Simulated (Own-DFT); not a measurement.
SiGe3 (diamond-structure random alloy, atoms displaced) (calculated)

All values are calculated (Own-DFT development build). A calculation, not a measurement: plane-wave density functional theory by an unreviewed code, no spin, of a simulated periodic cell, stress positive in tension, run twice, with PBE and with PBEsol, both on files made for PBE, so the change isn't that of files made for PBEsol, forces on such cells passed a denser k mesh, this cell's mesh not checked; the far tail of each file's local potential was reset to the Coulomb form; each entry is a single point on an unrelaxed cell, so the pressure reflects the starting lattice, mostly measured values (interpolated for alloys), from which strain is counted, and rises with the displacements; printed positions are rounded, which can move forces by about a meV/angstrom; the program, named Own-DFT, is a retired in-house code; no spin-orbit coupling; stress was not checked against mesh or cutoff.

Settings shared by all entries: functional PBE, then PBEsol; potential files PseudoDojo norm-conserving, scalar-relativistic, standard set; wave cutoff 42 hartree; occupations Fermi-Dirac; smearing width 0.1 eV; k mesh 3 x 3 x 3 centred on Gamma.

(1) SiGe3 (diamond-structure random alloy, atoms displaced)

```cif
# cell vector a (Å): 11.2025 0.0000 0.0000
# cell vector b (Å): 0.0000 11.2025 0.0000
# cell vector c (Å): 0.0000 0.0000 11.2025
data_SiGe3
_symmetry_space_group_name_H-M 'P 1'
_symmetry_Int_Tables_number 1
_cell_length_a 11.2025
_cell_length_b 11.2025
_cell_length_c 11.2025
_cell_angle_alpha 90.000
_cell_angle_beta 90.000
_cell_angle_gamma 90.000
_cell_volume 1405.87
loop_
_atom_site_label
_atom_site_type_symbol
_atom_site_fract_x
_atom_site_fract_y
_atom_site_fract_z
_atom_site_occupancy
Ge1 Ge 0.00284 0.00575 0.99968 1
Ge2 Ge 0.00221 0.24966 0.25248 1
Ge3 Ge 0.24678 0.00057 0.25196 1
Si1 Si 0.25132 0.25197 0.00080 1
Ge4 Ge 0.11777 0.12878 0.12446 1
Ge5 Ge 0.12438 0.37874 0.37717 1
Si2 Si 0.37348 0.11896 0.37492 1
Ge6 Ge 0.37527 0.37824 0.12450 1
Ge7 Ge 0.99900 0.00207 0.50289 1
Ge8 Ge 0.00369 0.24579 0.75344 1
Ge9 Ge 0.24432 0.00387 0.75156 1
Si3 Si 0.24857 0.25226 0.49842 1
Ge10 Ge 0.12747 0.12690 0.62158 1
Ge11 Ge 0.12392 0.37347 0.87547 1
Ge12 Ge 0.37081 0.12806 0.87405 1
Si4 Si 0.37356 0.37182 0.62756 1
Ge13 Ge 0.00156 0.49809 0.99906 1
Ge14 Ge 0.99999 0.75148 0.25131 1
Ge15 Ge 0.24630 0.49963 0.25111 1
Ge16 Ge 0.24530 0.74787 0.00104 1
Ge17 Ge 0.12444 0.62508 0.13235 1
Si5 Si 0.12421 0.87814 0.38088 1
Ge18 Ge 0.38169 0.62310 0.37628 1
Ge19 Ge 0.37863 0.87216 0.12827 1
Ge20 Ge 0.00036 0.49917 0.49719 1
Ge21 Ge 0.99772 0.75278 0.74528 1
Ge22 Ge 0.25071 0.49968 0.75221 1
Ge23 Ge 0.24842 0.75030 0.50080 1
Si6 Si 0.12348 0.62334 0.62534 1
Ge24 Ge 0.12522 0.87627 0.87337 1
Si7 Si 0.37440 0.62449 0.87581 1
Ge25 Ge 0.37039 0.87536 0.62328 1
Ge26 Ge 0.50409 0.00228 0.99911 1
Ge27 Ge 0.49701 0.24694 0.25043 1
Ge28 Ge 0.74521 0.00035 0.25073 1
Ge29 Ge 0.75325 0.25012 0.99847 1
Ge30 Ge 0.62537 0.12488 0.12379 1
Ge31 Ge 0.62237 0.37249 0.37962 1
Ge32 Ge 0.87449 0.12589 0.36917 1
Ge33 Ge 0.87565 0.37845 0.12775 1
Ge34 Ge 0.50173 0.99896 0.49850 1
Ge35 Ge 0.49603 0.25256 0.75238 1
Ge36 Ge 0.75541 0.00142 0.75198 1
Ge37 Ge 0.75852 0.25183 0.50193 1
Si8 Si 0.61972 0.12412 0.62761 1
Si9 Si 0.62621 0.37797 0.87048 1
Ge38 Ge 0.87706 0.12578 0.87468 1
Si10 Si 0.87757 0.37500 0.62606 1
Si11 Si 0.50263 0.49416 0.99826 1
Ge39 Ge 0.50340 0.75023 0.25493 1
Ge40 Ge 0.74885 0.49712 0.25042 1
Ge41 Ge 0.75275 0.75064 0.99986 1
Ge42 Ge 0.62227 0.62375 0.12353 1
Ge43 Ge 0.63083 0.87672 0.37997 1
Si12 Si 0.87921 0.62647 0.37329 1
Ge44 Ge 0.88034 0.87565 0.12895 1
Ge45 Ge 0.49510 0.50015 0.50083 1
Si13 Si 0.50003 0.75239 0.74789 1
Ge46 Ge 0.75405 0.49693 0.75209 1
Si14 Si 0.74883 0.74923 0.50015 1
Ge47 Ge 0.62174 0.62041 0.63030 1
Si15 Si 0.62482 0.87568 0.87403 1
Si16 Si 0.86996 0.62102 0.87171 1
Ge48 Ge 0.87170 0.87350 0.62337 1
```

* PBE pressure: 3.31 GPa
* PBE stress xx: -3.25 GPa
* PBE stress yy: -3.33 GPa
* PBE stress zz: -3.34 GPa
* PBE stress yz: -0.15 GPa
* PBE stress xz: -0.04 GPa
* PBE stress xy: 0.01 GPa
* PBEsol pressure: 0.6 GPa
* PBEsol stress xx: -0.55 GPa
* PBEsol stress yy: -0.62 GPa
* PBEsol stress zz: -0.63 GPa
* PBEsol stress yz: -0.15 GPa
* PBEsol stress xz: -0.04 GPa
* PBEsol stress xy: 0.01 GPa
* rms change of force components from PBE to PBEsol: 0.041 eV/Å

Force:
```tsv
force element	PBE force x (eV/Å)	PBE force y (eV/Å)	PBE force z (eV/Å)	PBEsol force x (eV/Å)	PBEsol force y (eV/Å)	PBEsol force z (eV/Å)
Ge	-0.432	-0.898	-0.107	-0.421	-0.86	-0.101
Ge	-0.356	0.697	-0.097	-0.353	0.669	-0.102
Ge	-0.081	-0.224	-0.067	-0.078	-0.221	-0.125
Si	-0.352	-0.031	0.22	-0.349	-0.029	0.213
Ge	1.63	0.231	-0.061	1.538	0.192	-0.031
Ge	0.385	-0.923	-0.008	0.331	-0.856	-0.045
Si	-0.246	0.881	0.306	-0.206	0.821	0.26
Ge	-0.099	-0.407	-0.284	-0.1	-0.401	-0.204
Ge	-0.128	-0.238	-0.559	-0.154	-0.2	-0.506
Ge	-0.38	0.697	-0.898	-0.34	0.646	-0.831
Ge	0.711	-0.277	-0.402	0.687	-0.268	-0.393
Si	0.947	-0.217	-0.013	0.852	-0.214	-0.021
Ge	-0.083	0.337	-0.099	-0.127	0.283	-0.044
Ge	0.671	-0.169	0.322	0.616	-0.137	0.283
Ge	0.08	-0.14	0.693	0.109	-0.165	0.633
Si	-0.486	0.211	-0.585	-0.44	0.244	-0.526
Ge	-0.48	0.788	-0.025	-0.437	0.722	0.008
Ge	0.435	0.19	1.004	0.425	0.186	0.899
Ge	0.952	0.186	0.197	0.917	0.183	0.19
Ge	0.824	-0.074	-0.056	0.768	-0.043	-0.019
Ge	-0.339	-0.003	-0.878	-0.326	0.001	-0.852
Si	-0.079	-0.256	-0.392	-0.075	-0.25	-0.388
Ge	-1.258	0.45	-0.261	-1.212	0.437	-0.247
Ge	-0.432	0.371	-0.358	-0.423	0.361	-0.342
Ge	-0.533	0.673	0.876	-0.473	0.614	0.806
Ge	0.042	-1.035	0.536	0.034	-0.932	0.516
Ge	0.04	0.218	-0.461	-0.001	0.176	-0.415
Ge	-0.39	-0.53	-0.257	-0.306	-0.505	-0.24
Si	0.184	0.076	-0.024	0.185	0.075	-0.025
Ge	-0.399	-0.226	0.281	-0.387	-0.207	0.274
Si	0.705	0.094	0.084	0.612	0.09	0.086
Ge	0.545	0.114	0.616	0.495	0.135	0.554
Ge	-0.543	-0.547	-0.377	-0.551	-0.493	-0.324
Ge	-0.158	-0.073	0.314	-0.114	-0.035	0.274
Ge	0.627	-0.092	-0.356	0.613	-0.086	-0.34
Ge	-0.528	0.592	-0.041	-0.473	0.536	-0.011
Ge	0.063	0.429	-0.012	0.058	0.41	-0.012
Ge	0.256	-0.042	-0.156	0.252	-0.036	-0.163
Ge	0.073	-0.281	0.643	0.072	-0.262	0.629
Ge	0.181	-0.547	-0.264	0.175	-0.535	-0.258
Ge	-0.378	0.455	0.427	-0.366	0.369	0.407
Ge	0.676	0.015	-0.406	0.621	-0.026	-0.358
Ge	-1.362	-0.178	-0.277	-1.248	-0.171	-0.267
Ge	-1.047	-0.445	0.506	-1.027	-0.44	0.416
Si	0.841	0.338	-0.073	0.825	0.327	-0.072
Si	-0.179	-0.531	0.743	-0.128	-0.564	0.683
Ge	-0.111	-0.021	0.191	-0.097	-0.022	0.188
Si	0.444	-0.116	0.226	0.436	-0.116	0.217
Si	-0.249	0.766	-0.522	-0.253	0.757	-0.425
Ge	0.263	0.046	-0.201	0.251	0.039	-0.2
Ge	-0.09	0.735	0.576	-0.113	0.68	0.522
Ge	-0.259	-0.047	-0.365	-0.254	-0.046	-0.286
Ge	0.185	-0.176	-0.177	0.218	-0.137	-0.129
Ge	-0.234	-0.576	-0.061	-0.273	-0.514	-0.1
Si	-1.001	0.004	0.329	-0.939	-0.034	0.28
Ge	-0.585	0.427	-0.594	-0.567	0.407	-0.575
Ge	0.314	-0.873	0.84	0.341	-0.809	0.773
Si	-0.309	-0.068	0.775	-0.31	-0.073	0.68
Ge	-0.207	-0.193	-0.484	-0.241	-0.158	-0.509
Si	0.373	-0.878	0.06	0.329	-0.823	0.096
Ge	0.357	0.731	-0.444	0.348	0.647	-0.443
Si	0.134	-0.242	-0.227	0.177	-0.196	-0.177
Si	1.016	0.722	0.547	0.99	0.709	0.54
Ge	-0.164	0.105	-0.382	-0.114	0.148	-0.323
```

(2) SiGe3 (diamond-structure random alloy, atoms displaced)

```cif
# cell vector a (Å): 11.2025 0.0000 0.0000
# cell vector b (Å): 0.0000 11.2025 0.0000
# cell vector c (Å): 0.0000 0.0000 11.2025
data_SiGe3
_symmetry_space_group_name_H-M 'P 1'
_symmetry_Int_Tables_number 1
_cell_length_a 11.2025
_cell_length_b 11.2025
_cell_length_c 11.2025
_cell_angle_alpha 90.000
_cell_angle_beta 90.000
_cell_angle_gamma 90.000
_cell_volume 1405.87
loop_
_atom_site_label
_atom_site_type_symbol
_atom_site_fract_x
_atom_site_fract_y
_atom_site_fract_z
_atom_site_occupancy
Si1 Si 0.99949 0.99838 0.99625 1
Ge1 Ge 0.00640 0.24815 0.24786 1
Si2 Si 0.25079 0.99708 0.24952 1
Si3 Si 0.25077 0.24891 0.00118 1
Ge2 Ge 0.12273 0.12179 0.12229 1
Ge3 Ge 0.12756 0.37863 0.37513 1
Ge4 Ge 0.37717 0.12378 0.37324 1
Ge5 Ge 0.37368 0.37175 0.12926 1
Si4 Si 0.99505 0.99709 0.49941 1
Si5 Si 0.00095 0.25073 0.74744 1
Ge6 Ge 0.24974 0.99944 0.74687 1
Ge7 Ge 0.24866 0.24869 0.50099 1
Si6 Si 0.11712 0.12699 0.63014 1
Ge8 Ge 0.12432 0.37501 0.87320 1
Si7 Si 0.37512 0.12359 0.87713 1
Si8 Si 0.37809 0.37361 0.62523 1
Ge9 Ge 0.99978 0.50193 0.00009 1
Ge10 Ge 0.99903 0.74833 0.24816 1
Ge11 Ge 0.25160 0.49785 0.24952 1
Ge12 Ge 0.25406 0.75077 0.99637 1
Ge13 Ge 0.12587 0.62831 0.12542 1
Ge14 Ge 0.12432 0.87571 0.37255 1
Ge15 Ge 0.37682 0.62489 0.37414 1
Ge16 Ge 0.37648 0.88041 0.12542 1
Ge17 Ge 0.00186 0.49841 0.50201 1
Ge18 Ge 0.99944 0.75493 0.74856 1
Ge19 Ge 0.24989 0.49827 0.74538 1
Ge20 Ge 0.24882 0.74960 0.49786 1
Si9 Si 0.12451 0.62615 0.62333 1
Ge21 Ge 0.11988 0.87413 0.87227 1
Ge22 Ge 0.37602 0.62316 0.87347 1
Ge23 Ge 0.37600 0.87856 0.62867 1
Ge24 Ge 0.50095 0.99954 0.99539 1
Ge25 Ge 0.49524 0.24912 0.24812 1
Ge26 Ge 0.75304 0.00218 0.25476 1
Ge27 Ge 0.75195 0.25245 0.99544 1
Ge28 Ge 0.62563 0.12862 0.12096 1
Ge29 Ge 0.62325 0.37640 0.37602 1
Ge30 Ge 0.87660 0.12510 0.37433 1
Ge31 Ge 0.87242 0.37603 0.12475 1
Si10 Si 0.50179 0.00037 0.50364 1
Ge32 Ge 0.49990 0.24892 0.75173 1
Ge33 Ge 0.74981 0.99982 0.74698 1
Ge34 Ge 0.74886 0.24853 0.50662 1
Si11 Si 0.62475 0.12373 0.62049 1
Ge35 Ge 0.62938 0.37373 0.87584 1
Si12 Si 0.87340 0.11940 0.87460 1
Ge36 Ge 0.87451 0.37360 0.62621 1
Ge37 Ge 0.49665 0.50188 0.00245 1
Ge38 Ge 0.50133 0.75264 0.25193 1
Ge39 Ge 0.75597 0.50300 0.25102 1
Ge40 Ge 0.75038 0.74915 0.00208 1
Si13 Si 0.62881 0.62039 0.12191 1
Si14 Si 0.62221 0.87050 0.37290 1
Ge41 Ge 0.88068 0.62573 0.37601 1
Ge42 Ge 0.87455 0.87484 0.12711 1
Ge43 Ge 0.50017 0.49862 0.49468 1
Ge44 Ge 0.50001 0.75075 0.74998 1
Si15 Si 0.75008 0.50364 0.74772 1
Ge45 Ge 0.75151 0.74999 0.50038 1
Ge46 Ge 0.62513 0.62166 0.62177 1
Ge47 Ge 0.62858 0.87289 0.87726 1
Ge48 Ge 0.87778 0.62501 0.87705 1
Si16 Si 0.87593 0.87595 0.62102 1
```

* PBE pressure: 3.28 GPa
* PBE stress xx: -3.28 GPa
* PBE stress yy: -3.29 GPa
* PBE stress zz: -3.27 GPa
* PBE stress yz: -0.07 GPa
* PBE stress xz: -0.09 GPa
* PBE stress xy: 0.14 GPa
* PBEsol pressure: 0.58 GPa
* PBEsol stress xx: -0.58 GPa
* PBEsol stress yy: -0.59 GPa
* PBEsol stress zz: -0.56 GPa
* PBEsol stress yz: -0.07 GPa
* PBEsol stress xz: -0.08 GPa
* PBEsol stress xy: 0.14 GPa
* rms change of force components from PBE to PBEsol: 0.041 eV/Å

Force:
```tsv
force element	PBE force x (eV/Å)	PBE force y (eV/Å)	PBE force z (eV/Å)	PBEsol force x (eV/Å)	PBEsol force y (eV/Å)	PBEsol force z (eV/Å)
Si	-0.49	0.091	0.174	-0.434	0.044	0.217
Ge	-0.649	0.505	0.203	-0.634	0.487	0.194
Si	-0.21	0.533	0.011	-0.205	0.524	0.007
Si	0.018	-0.213	-0.408	-0.024	-0.166	-0.353
Ge	0.792	-0.402	-0.312	0.736	-0.35	-0.258
Ge	-0.081	-0.53	0.096	-0.075	-0.514	0.09
Ge	-0.441	-0.706	0.486	-0.427	-0.611	0.461
Ge	-0.364	0.134	-1.015	-0.32	0.164	-0.939
Si	0.674	0.487	0.367	0.67	0.488	0.272
Si	-0.604	-0.496	0.873	-0.609	-0.39	0.87
Ge	-0.54	0.973	0.687	-0.516	0.867	0.665
Ge	0.037	-0.118	0.556	0.039	-0.104	0.47
Si	0.324	-0.574	-0.948	0.402	-0.583	-0.946
Ge	0.175	-0.509	0.196	0.172	-0.42	0.192
Si	-0.502	0.332	-0.191	-0.447	0.28	-0.226
Si	-0.182	-0.034	-0.281	-0.178	-0.032	-0.275
Ge	0.318	-0.34	0.25	0.302	-0.321	0.24
Ge	0.267	0.363	0.135	0.258	0.347	0.134
Ge	-0.18	0.653	-0.05	-0.173	0.629	-0.04
Ge	-0.384	0.252	0.297	-0.373	0.239	0.286
Ge	0.405	-0.336	-0.3	0.384	-0.329	-0.29
Ge	-0.119	0.342	0.188	-0.115	0.256	0.18
Ge	-0.287	0.14	-0.116	-0.276	0.134	-0.112
Ge	-0.161	-0.381	-0.017	-0.117	-0.408	-0.057
Ge	0.06	0.257	0.17	0.025	0.217	0.119
Ge	-0.324	-0.808	-0.789	-0.301	-0.781	-0.688
Ge	0.06	0.151	-0.248	0.056	0.151	-0.17
Ge	0.089	0.022	0.457	0.117	0.047	0.403
Si	0.038	0.103	0.248	0.038	0.1	0.244
Ge	0.798	0.488	0.493	0.808	0.431	0.434
Ge	-0.201	0.028	-0.297	-0.195	0.032	-0.281
Ge	0.135	-0.349	-0.92	0.091	-0.37	-0.846
Ge	0.008	0.406	0.199	0.046	0.353	0.232
Ge	1.039	-0.067	0.301	0.999	-0.06	0.291
Ge	-1.067	-0.445	-0.398	-0.992	-0.398	-0.418
Ge	0.526	-0.768	0.205	0.461	-0.702	0.237
Ge	0.097	-0.358	0.303	0.09	-0.344	0.292
Ge	0.625	-0.572	-0.555	0.598	-0.546	-0.53
Ge	0.319	0.336	0.66	0.272	0.35	0.597
Ge	0.675	-0.332	0.023	0.655	-0.313	0.02
Si	0.298	-0.323	-0.75	0.211	-0.326	-0.742
Ge	0.009	-0.329	-0.311	0.051	-0.287	-0.271
Ge	0.115	0.038	-0.257	0.075	0.002	-0.215
Ge	-0.08	-0.026	-0.848	-0.035	0.019	-0.858
Si	-0.419	-0.17	0.695	-0.36	-0.116	0.731
Ge	-0.497	0.977	-0.645	-0.51	0.905	-0.587
Si	0.719	0.68	-0.282	0.621	0.671	-0.286
Ge	0.019	0.347	0.576	0.016	0.336	0.482
Ge	0.647	-0.505	0.086	0.594	-0.52	0.048
Ge	0.326	-0.677	-0.926	0.245	-0.67	-0.906
Ge	-0.853	-0.064	-0.006	-0.787	-0.096	0.02
Ge	-0.001	-0.357	0.204	0.036	-0.309	0.16
Si	-0.407	0.553	0.629	-0.398	0.539	0.613
Si	0.456	1.052	0.927	0.477	0.991	0.871
Ge	-0.285	-0.007	0.298	-0.277	-0.013	0.281
Ge	0.219	0.466	-0.428	0.185	0.413	-0.381
Ge	-0.491	-0.128	0.951	-0.438	-0.089	0.883
Ge	0.384	-0.23	0.01	0.367	-0.223	0.013
Si	0.18	-0.338	0.428	0.174	-0.331	0.419
Ge	-0.161	0.342	-0.269	-0.157	0.258	-0.265
Ge	0.015	0.194	0.321	-0.019	0.224	0.269
Ge	-0.176	0.043	-0.497	-0.175	0.043	-0.479
Ge	-0.567	0.122	-0.8	-0.515	0.152	-0.734
Si	-0.139	0.084	0.162	-0.187	0.029	0.212
```

(3) SiGe3 (diamond-structure random alloy, atoms displaced)

```cif
# cell vector a (Å): 11.2025 0.0000 0.0000
# cell vector b (Å): 0.0000 11.2025 0.0000
# cell vector c (Å): 0.0000 0.0000 11.2025
data_SiGe3
_symmetry_space_group_name_H-M 'P 1'
_symmetry_Int_Tables_number 1
_cell_length_a 11.2025
_cell_length_b 11.2025
_cell_length_c 11.2025
_cell_angle_alpha 90.000
_cell_angle_beta 90.000
_cell_angle_gamma 90.000
_cell_volume 1405.87
loop_
_atom_site_label
_atom_site_type_symbol
_atom_site_fract_x
_atom_site_fract_y
_atom_site_fract_z
_atom_site_occupancy
Ge1 Ge 0.99771 0.99868 0.99997 1
Si1 Si 0.00078 0.25139 0.25024 1
Ge2 Ge 0.24919 0.00014 0.25020 1
Si2 Si 0.24986 0.25414 0.99568 1
Ge3 Ge 0.12561 0.12376 0.12387 1
Ge4 Ge 0.12789 0.37335 0.37277 1
Ge5 Ge 0.37006 0.12380 0.37204 1
Ge6 Ge 0.37356 0.38141 0.12740 1
Ge7 Ge 0.99927 0.00049 0.49914 1
Si3 Si 0.00242 0.25304 0.74977 1
Si4 Si 0.24911 0.99962 0.74625 1
Ge8 Ge 0.24923 0.24770 0.50764 1
Ge9 Ge 0.12639 0.12511 0.62274 1
Ge10 Ge 0.12592 0.37416 0.87743 1
Ge11 Ge 0.37655 0.12363 0.87812 1
Si5 Si 0.37551 0.37887 0.62405 1
Ge12 Ge 0.99750 0.50083 0.00312 1
Ge13 Ge 0.00363 0.75016 0.24738 1
Ge14 Ge 0.24955 0.50281 0.24405 1
Si6 Si 0.25164 0.74672 0.00236 1
Si7 Si 0.12270 0.62138 0.12484 1
Ge15 Ge 0.12944 0.87595 0.37696 1
Ge16 Ge 0.37632 0.62882 0.37445 1
Si8 Si 0.36913 0.87783 0.12494 1
Si9 Si 0.00636 0.49651 0.49873 1
Ge17 Ge 0.99673 0.74746 0.75345 1
Ge18 Ge 0.25029 0.49880 0.75407 1
Ge19 Ge 0.25085 0.74869 0.50085 1
Ge20 Ge 0.12775 0.63170 0.62671 1
Si10 Si 0.13172 0.87331 0.87707 1
Ge21 Ge 0.38034 0.62357 0.87236 1
Si11 Si 0.37766 0.87651 0.62220 1
Ge22 Ge 0.49546 0.00200 0.99868 1
Ge23 Ge 0.49639 0.24868 0.24443 1
Ge24 Ge 0.74712 0.00102 0.25108 1
Si12 Si 0.75159 0.24605 0.99697 1
Ge25 Ge 0.62369 0.12031 0.12893 1
Ge26 Ge 0.62606 0.36692 0.37097 1
Ge27 Ge 0.87788 0.12129 0.37831 1
Ge28 Ge 0.87871 0.37475 0.12520 1
Si13 Si 0.49808 0.00001 0.49547 1
Ge29 Ge 0.49845 0.25044 0.74755 1
Ge30 Ge 0.74640 0.99856 0.75231 1
Ge31 Ge 0.74685 0.24992 0.50603 1
Ge32 Ge 0.62852 0.12594 0.62453 1
Ge33 Ge 0.62904 0.37701 0.87591 1
Ge34 Ge 0.87328 0.12362 0.87521 1
Ge35 Ge 0.87572 0.37216 0.62757 1
Ge36 Ge 0.50599 0.49700 0.00167 1
Ge37 Ge 0.49998 0.75214 0.25296 1
Si14 Si 0.74752 0.49672 0.25161 1
Ge38 Ge 0.74692 0.74523 0.00028 1
Ge39 Ge 0.63357 0.62807 0.12549 1
Ge40 Ge 0.61849 0.87899 0.37738 1
Si15 Si 0.87103 0.62357 0.37360 1
Ge41 Ge 0.87210 0.87429 0.12775 1
Ge42 Ge 0.49755 0.50035 0.50242 1
Ge43 Ge 0.49881 0.75217 0.75742 1
Ge44 Ge 0.75023 0.49727 0.75062 1
Si16 Si 0.74747 0.74665 0.49792 1
Ge45 Ge 0.62491 0.62405 0.62842 1
Ge46 Ge 0.62715 0.87755 0.87774 1
Ge47 Ge 0.87492 0.62534 0.87571 1
Ge48 Ge 0.87501 0.87726 0.62030 1
```

- PBE pressure: 3.4 GPa
- PBE stress xx: -3.4 GPa
- PBE stress yy: -3.4 GPa
- PBE stress zz: -3.39 GPa
- PBE stress yz: 0.7 GPa
- PBE stress xz: 0.35 GPa
- PBE stress xy: -0.07 GPa
- PBEsol pressure: 0.68 GPa
- PBEsol stress xx: -0.68 GPa
- PBEsol stress yy: -0.69 GPa
- PBEsol stress zz: -0.68 GPa
- PBEsol stress yz: 0.66 GPa
- PBEsol stress xz: 0.33 GPa
- PBEsol stress xy: -0.06 GPa
- rms change of force components from PBE to PBEsol: 0.044 eV/Å

Force:
```tsv
force element	PBE force x (eV/Å)	PBE force y (eV/Å)	PBE force z (eV/Å)	PBEsol force x (eV/Å)	PBEsol force y (eV/Å)	PBEsol force z (eV/Å)
Ge	0.528	-0.433	-0.244	0.473	-0.389	-0.201
Si	0.07	-0.494	0.079	0.073	-0.484	0.074
Ge	-0.056	-0.247	-0.457	-0.088	-0.198	-0.398
Si	0.355	-0.547	0.873	0.351	-0.535	0.857
Ge	-0.161	0.909	-0.149	-0.16	0.815	-0.138
Ge	-0.196	-0.06	0.128	-0.123	-0.061	0.129
Ge	0.653	0.253	0.685	0.596	0.273	0.627
Ge	0.022	-0.917	-1.114	0.056	-0.857	-1.047
Ge	0.666	-0.272	0.107	0.639	-0.262	0.104
Si	-0.146	-0.686	0.219	-0.149	-0.672	0.209
Si	0.386	-0.483	0.396	0.374	-0.396	0.38
Ge	0.778	0.862	-0.847	0.711	0.791	-0.862
Ge	-0.722	-0.263	1.169	-0.694	-0.24	1.054
Ge	-0.501	-0.026	-0.156	-0.486	0.053	-0.159
Ge	-1.112	0.617	-0.985	-1	0.595	-0.952
Si	-0.314	-0.424	0.424	-0.308	-0.417	0.418
Ge	0.547	0.134	-0.292	0.488	0.089	-0.312
Ge	-0.391	-0.488	0.582	-0.39	-0.403	0.566
Ge	-0.303	0.432	0.938	-0.246	0.37	0.944
Si	-0.189	0.081	0.033	-0.146	0.028	-0.004
Si	0.369	0.783	-0.521	0.322	0.728	-0.474
Ge	-0.499	-0.238	-0.104	-0.482	-0.227	-0.104
Ge	-0.274	-0.652	-0.028	-0.263	-0.626	-0.025
Si	0.415	-0.734	-0.184	0.447	-0.671	-0.137
Si	-0.823	0.778	0.044	-0.767	0.729	0.075
Ge	0.687	1.164	-0.145	0.639	1.095	-0.171
Ge	0.178	0.093	-0.766	0.149	0.129	-0.708
Ge	0.59	0.716	0.182	0.536	0.662	0.142
Ge	-0.628	-1.28	-0.015	-0.579	-1.212	0.013
Si	-0.289	-0.027	-0.19	-0.363	-0.024	-0.184
Ge	-0.651	-0.139	1.207	-0.594	-0.162	1.136
Si	-0.111	0.259	0.312	-0.109	0.172	0.307
Ge	0.35	-0.853	0.89	0.374	-0.788	0.829
Ge	-0.109	-0.074	0.455	-0.104	-0.075	0.45
Ge	0.401	-0.371	0.554	0.378	-0.366	0.534
Si	-0.239	0.302	0.735	-0.234	0.295	0.717
Ge	0.166	0.819	-1.166	0.129	0.767	-1.099
Ge	-0.388	0.82	0.329	-0.409	0.754	0.352
Ge	-0.459	1.182	-0.684	-0.473	1.107	-0.627
Ge	-1.031	-0.572	0.367	-0.967	-0.515	0.31
Si	-0.303	0.476	0.903	-0.256	0.506	0.831
Ge	0.037	0.354	0.078	0.076	0.309	0.109
Ge	0.643	0.128	-0.578	0.627	0.129	-0.557
Ge	0.926	-0.052	-0.893	0.891	-0.06	-0.854
Ge	-1.322	-0.806	0.034	-1.242	-0.74	0.064
Ge	-0.136	-1.118	0.093	-0.161	-1.04	0.057
Ge	0.516	0.541	-0.422	0.501	0.452	-0.407
Ge	0.765	0.489	-0.385	0.666	0.474	-0.373
Ge	-0.162	0.716	0.167	-0.159	0.698	0.151
Ge	-0.167	0.368	-1.123	-0.135	0.336	-1.045
Si	0.706	0.25	0.017	0.652	0.204	-0.031
Ge	0.913	1.072	-0.348	0.882	1.037	-0.329
Ge	-1.198	-1.01	0.984	-1.19	-0.946	0.904
Ge	0.876	-0.55	0.294	0.858	-0.545	0.208
Si	0.49	-0.386	0.292	0.528	-0.342	0.251
Ge	0.063	-0.135	-0.368	0.069	-0.124	-0.36
Ge	0.383	-0.329	-0.522	0.4	-0.275	-0.534
Ge	0.26	0.59	-1.262	0.282	0.523	-1.185
Ge	0.365	0.409	-0.094	0.342	0.394	-0.085
Si	0.172	0.221	-0.115	0.123	0.263	-0.071
Ge	0.033	0.482	-0.207	0.002	0.43	-0.163
Ge	-0.537	-0.339	0.325	-0.522	-0.333	0.308
Ge	-0.304	-0.451	0.041	-0.297	-0.439	0.037
Ge	-0.589	-0.842	0.429	-0.541	-0.782	0.449
```
